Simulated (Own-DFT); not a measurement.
# Two functionals across a range of volumes: beta-Si3N4, 42 atoms (N24Si18)

No measurement is shown. These are fixed-geometry runs of a retired plane-wave code named Own-DFT, which no person has reviewed; spin and spin-orbit coupling are neglected.

Limits: forces on such cells passed a denser k mesh, each cell not checked; stress not checked against mesh or cutoff.

Each geometry was run with PBE and with PBEsol, otherwise alike: PseudoDojo norm-conserving scalar-relativistic files made for PBE; cutoff 42 hartree; 3 x 3 x 3 k mesh centred on Gamma; Fermi-Dirac smearing of 0.1 eV. Unstrained cell vectors in Å: (7.606, 0.000, 0.000); (-3.803, 6.587, 0.000); (0.000, 0.000, 8.727). Each has a uniform strain, of which the change of volume is shown, and random moves of rms u per axis.

```
run,volume change (%),u (Å),P with PBE (GPa),P with PBEsol (GPa)
1,0.14,0.0481,7.50,5.10
2,-1.29,0.0537,12.17,9.74
3,-3.42,0.0482,17.59,15.12
4,1.73,0.0474,3.08,0.71
5,1.43,0.0517,4.53,2.14
6,-0.14,0.0460,7.93,5.52
7,-1.56,0.0540,14.67,12.24
8,0.28,0.0517,7.89,5.49
9,1.07,0.0486,4.73,2.34
10,-0.51,0.0488,9.88,7.46
11,3.47,0.0504,-0.60,-2.94
12,1.10,0.0497,4.41,?
```

The question: by how much does PBEsol shrink this cell, and what belongs in the blank?

## Solution

Write v for the change of volume as a fraction. Fitted to v and u², the PBE pressure has a slope of -278 ± 9 GPa in v, with the ions held to the strained lattice. The difference PBEsol less PBE is -2.41 + 1.8 v GPa (slope ± 0.1) and averages -2.41 GPa. Divided by the mean slope of the two, 277 GPa, that makes PBEsol's volume at a given pressure, near 7 GPa, about 0.9 % smaller, or 0.29 % in lengths. At one volume PBEsol's slope is the smaller by 2 GPa, but its pressure there is lower too. If stiffness rises by about 4 GPa for each GPa, PBEsol at equal pressure is stiffer by about 8 GPa. Files made for PBEsol would give a different shift.

For run 12 the line gives 2.02 GPa. The run itself gave 2.01 GPa.
